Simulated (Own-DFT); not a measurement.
# What a defect does to the pressure of its cell: L1_0 TiAl

Calculated, not measured: single-point runs of Own-DFT, a retired in-house plane-wave DFT program that no person has reviewed, on unrelaxed cells, without spin or spin-orbit coupling.

Common settings: PBE; PseudoDojo norm-conserving scalar-relativistic files; cutoff 42 hartree; 4 x 4 x 4 k mesh centred on Gamma; cold (Marzari-Vanderbilt) smearing of 0.2 eV.

Known weak points: forces on such cells failed a check on a denser k mesh; stress not checked against mesh or cutoff.

All runs share one cell, with vectors in Å (5.622, 5.622, 0.000); (-5.622, 5.622, 0.000); (0.000, 0.000, 8.133) and a volume of 514.0 Å³. The atoms are randomly displaced, by u rms on each axis. The defect's site can differ from row to row.

```
cell,formula,u (Å),P (GPa)
no defect,Al16Ti16,0.0202,1.18
no defect,Al16Ti16,0.0204,1.18
no defect,Al16Ti16,0.0569,1.94
one Ti vacancy,Al16Ti15,0.0273,0.48
one Ti vacancy,Al16Ti15,0.0283,0.58
one Ti vacancy,Al16Ti15,0.0304,0.63
one Ti vacancy,Al16Ti15,0.0317,?
two Al vacancies,Al14Ti16,0.0272,-0.62
two Al vacancies,Al14Ti16,0.0454,-0.16
two Al vacancies,Al14Ti16,0.0501,-0.42
```

## What the rows give

P = P0 + c u² + a shift for each defect gives P0 = 1.10 GPa, c = 246 ± 47 GPa/Å² and a scatter of 0.12 GPa. The shifts, and each times the cell's volume:

- one Ti vacancy: -0.74 ± 0.10 GPa, -2.4 eV
- two Al vacancies: -1.93 ± 0.10 GPa, -6.2 eV (-3.1 eV for each of its 2 sites)

Against the defect-free cell, a freed cell would be larger where the shift is positive and smaller where it is negative (160.2 GPa Å³ is 1 eV). The atoms around the defects weren't relaxed, which would change these numbers.

## Prediction

Q: what pressure belongs in the blank (one Ti vacancy, u = 0.0317 Å)?

Estimate: 0.61 ± 0.14 GPa. The calculation gave 0.58 GPa.
